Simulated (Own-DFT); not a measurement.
## Calculated data, GaP (zincblende, strained, atoms displaced)

All values are calculated (Own-DFT development build). A calculation, not a measurement: plane-wave PBE density functional theory by an unreviewed code, no spin, of a simulated periodic cell, stress positive in tension, free energy of the whole cell less one offset for each atom, forces on such cells passed a denser k mesh, this cell's mesh not checked; offsets are fitted by least squares, one for each functional and potential file, so energies compare only between cells with the same atoms and settings and are not formation energies; the far tail of each file's local potential was reset to the Coulomb form; each entry is a single point on an unrelaxed cell, so the pressure reflects the starting lattice, mostly measured values (interpolated for alloys), from which strain is counted, and rises with the displacements; printed positions are rounded, which can move forces by about a meV/angstrom; the program, named Own-DFT, is a retired in-house code; no spin-orbit coupling.

GaP (zincblende, strained, atoms displaced)

```
GaP
1.0
     10.9687    -0.2010     0.1182
     -0.2010    10.9384     0.1328
      0.1182     0.1328    10.8697
Ga P Ga P Ga P Ga P Ga P Ga P Ga P Ga P
4 4 4 4 4 4 4 4 4 4 4 4 4 4 4 4
Direct
  0.99976 0.99893 0.99579
  0.00114 0.25831 0.25349
  0.25176 0.00532 0.25185
  0.25356 0.24323 0.00230
  0.11880 0.12910 0.12707
  0.12441 0.37839 0.37616
  0.37629 0.11732 0.37738
  0.37061 0.36726 0.12024
  0.00060 0.00754 0.50019
  0.99913 0.25354 0.74433
  0.25272 0.00044 0.75826
  0.24515 0.24788 0.49800
  0.12679 0.12398 0.61631
  0.12464 0.37227 0.87731
  0.37269 0.12175 0.87653
  0.36996 0.37804 0.62907
  0.00385 0.50380 0.99524
  0.00134 0.74669 0.24491
  0.25278 0.50280 0.25489
  0.24695 0.75229 0.99466
  0.12511 0.62897 0.12105
  0.11983 0.86806 0.37690
  0.37021 0.62153 0.37203
  0.37308 0.88078 0.13198
  0.00128 0.49826 0.49885
  0.00733 0.74938 0.74604
  0.25334 0.49584 0.74850
  0.24794 0.74542 0.50725
  0.12251 0.62180 0.62857
  0.12740 0.86916 0.87434
  0.37847 0.62691 0.86995
  0.37029 0.87679 0.61885
  0.50091 0.99571 0.00494
  0.50186 0.24751 0.24176
  0.74553 0.00613 0.24832
  0.74746 0.23725 0.00432
  0.62541 0.12747 0.12358
  0.62072 0.37523 0.37901
  0.88057 0.11347 0.37663
  0.88049 0.38632 0.12244
  0.50651 0.00863 0.49518
  0.49259 0.25115 0.75370
  0.74873 0.99403 0.75627
  0.75280 0.25601 0.49798
  0.61948 0.12697 0.62390
  0.62357 0.37203 0.87894
  0.86717 0.11820 0.87885
  0.88033 0.37812 0.62322
  0.50427 0.49830 0.00006
  0.50087 0.75184 0.25095
  0.75228 0.50133 0.25480
  0.75541 0.75737 0.00346
  0.62458 0.62764 0.11762
  0.62362 0.87775 0.36983
  0.87444 0.62177 0.37911
  0.87722 0.87616 0.12693
  0.50401 0.50060 0.50345
  0.49715 0.75302 0.74037
  0.74692 0.49671 0.74804
  0.75013 0.75634 0.50116
  0.62725 0.62520 0.62495
  0.62560 0.87642 0.87982
  0.87439 0.62900 0.87396
  0.87689 0.88189 0.62141
```

```
functional                        : PBE
potential files                   : PseudoDojo norm-conserving, scalar-relativistic, standard set
wave cutoff                       : 42 hartree
occupations                       : Fermi-Dirac
smearing width                    : 0.1 eV
hardware                          : one NVIDIA H100
k mesh                            : 3 x 3 x 3 centred on Gamma
free energy of cell above offsets : -33.211 eV
pressure                          : 2.77 GPa
stress xx                         : -2.55 GPa
stress yy                         : -2.63 GPa
stress zz                         : -3.12 GPa
stress yz                         : 1.77 GPa
stress xz                         : 1.7 GPa
stress xy                         : -3.41 GPa
wall time                         : 540.6 s
```

Force:
```csv
element,x (eV/Å),y (eV/Å),z (eV/Å)
Ga,0.365,0.106,0.106
Ga,-0.516,-0.302,-0.504
Ga,-0.994,-0.465,-0.045
Ga,-0.756,0.162,-0.656
P,0.201,-0.599,0.214
P,0.176,-0.343,0.285
P,-0.198,1.444,-0.284
P,0.509,1.011,0.876
Ga,0.737,-1.181,-0.419
Ga,0.191,-0.674,0.502
Ga,-0.253,-0.153,-1.372
Ga,1.249,0.812,-0.611
P,-0.388,-0.287,2.052
P,0.131,-0.262,-0.031
P,0.418,-0.144,0.743
P,0.431,-0.897,-0.751
Ga,0.182,0.429,-0.52
Ga,-0.219,0.173,0.395
Ga,-0.423,-0.433,-1.521
Ga,1.353,-0.087,0.35
P,0.227,-0.8,0.516
P,0.428,0.517,0.14
P,1.005,0.613,1.251
P,-0.367,-0.935,-0.348
Ga,0.36,0.804,-0.294
Ga,-0.892,0.313,-0.16
Ga,-0.547,0.767,0.566
Ga,-0.032,0.28,-1.127
P,0.172,-0.663,0.038
P,-0.748,0.803,0.037
P,-0.424,-0.4,0.698
P,0.609,0.415,0.476
Ga,0.042,0.42,-0.586
Ga,-0.484,0.388,0.822
Ga,0.879,-0.339,-0.275
Ga,1.401,2.239,-0.977
P,-0.985,-1.149,0.99
P,0.135,-0.373,-0.595
P,-1.146,1.936,-0.609
P,-1.065,-1.457,0.62
Ga,-0.281,-0.991,0.187
Ga,0.551,0.246,-0.568
Ga,0.029,0.686,-1.259
Ga,0.137,-0.712,-0.058
P,0.766,0.249,0.86
P,0.178,-0.532,-0.091
P,1.001,0.647,-0.58
P,-1.106,-0.451,0.497
Ga,-0.557,0.237,-0.331
Ga,-0.181,-0.286,-0.586
Ga,-0.371,0.15,-0.721
Ga,-0.017,-0.312,-0.634
P,0.069,-0.203,1.304
P,0.008,-0.328,0.857
P,0.024,0.594,0.009
P,-0.295,0.183,0.465
Ga,-0.597,0.204,-0.37
Ga,0.412,0.352,0.254
Ga,0.565,0.347,0.212
Ga,0.325,-0.042,-0.537
P,-0.221,0.172,0.174
P,-0.841,-0.912,-0.022
P,-0.158,-0.287,-0.054
P,-0.208,-0.7,1.001
```
